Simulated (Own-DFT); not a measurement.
# What a defect does to the pressure of its cell: wurtzite GaN

The numbers are computed, not measured, by runs of the plane-wave DFT program Own-DFT (in-house, retired, unreviewed) at fixed positions, with no spin and no spin-orbit coupling.

Method: PBE; PseudoDojo norm-conserving scalar-relativistic files; cutoff 42 hartree; 4 x 4 x 3 k mesh centred on Gamma; Fermi-Dirac smearing of 0.1 eV.

Limits (not all hold for every row): not probed for a lower state with spin; forces not confirmed at this smearing and k mesh; stress not checked against mesh or cutoff.

All runs share one cell, with vectors in Å (9.567, 0.000, 0.000); (-4.784, 8.285, 0.000); (0.000, 0.000, 10.370) and a volume of 822.0 Å³. Atoms were moved at random from their sites; u is the rms move along one axis. The defect's site can differ from row to row.

| cell | formula | u (Å) | P (GPa) |
|---|---|---|---|
| no defect | Ga36N36 | 0.0197 | 5.91 |
| no defect | Ga36N36 | 0.0481 | 7.41 |
| no defect | Ga36N36 | 0.0486 | 7.43 |
| one Ga on an N site | Ga37N35 | 0.0284 | 11.92 |
| one Ga on an N site | Ga37N35 | 0.0323 | ? |
| one Ga on an N site | Ga37N35 | 0.0483 | 12.91 |
| one Ga on an N site | Ga37N35 | 0.0512 | 13.51 |
| one N on a Ga site | Ga35N37 | 0.0297 | 5.47 |
| one N on a Ga site | Ga35N37 | 0.0471 | 6.55 |
| one N on a Ga site | Ga35N37 | 0.0486 | 6.37 |

## Working it out

P = P0 + c u² + a shift for each defect gives P0 = 5.63 GPa, c = 760 ± 63 GPa/Å² and a scatter of 0.15 GPa. The shifts, and each times the cell's volume:

- one Ga on an N site: 5.69 ± 0.13 GPa, 29.2 eV
- one N on a Ga site: -0.88 ± 0.12 GPa, -4.5 eV

Positive is outwards. The product with the volume (160.2 GPa Å³ to the eV) is nearly free of the cell's size; divided by the bulk modulus at the cell's pressure it gives the volume that the defect adds. The atoms around the defects weren't relaxed, which would change these numbers.

## Check

The question: what pressure belongs in the blank (one Ga on an N site, u = 0.0323 Å)?

The fit gives 12.11 ± 0.18 GPa. The run itself gave 12.17 GPa.
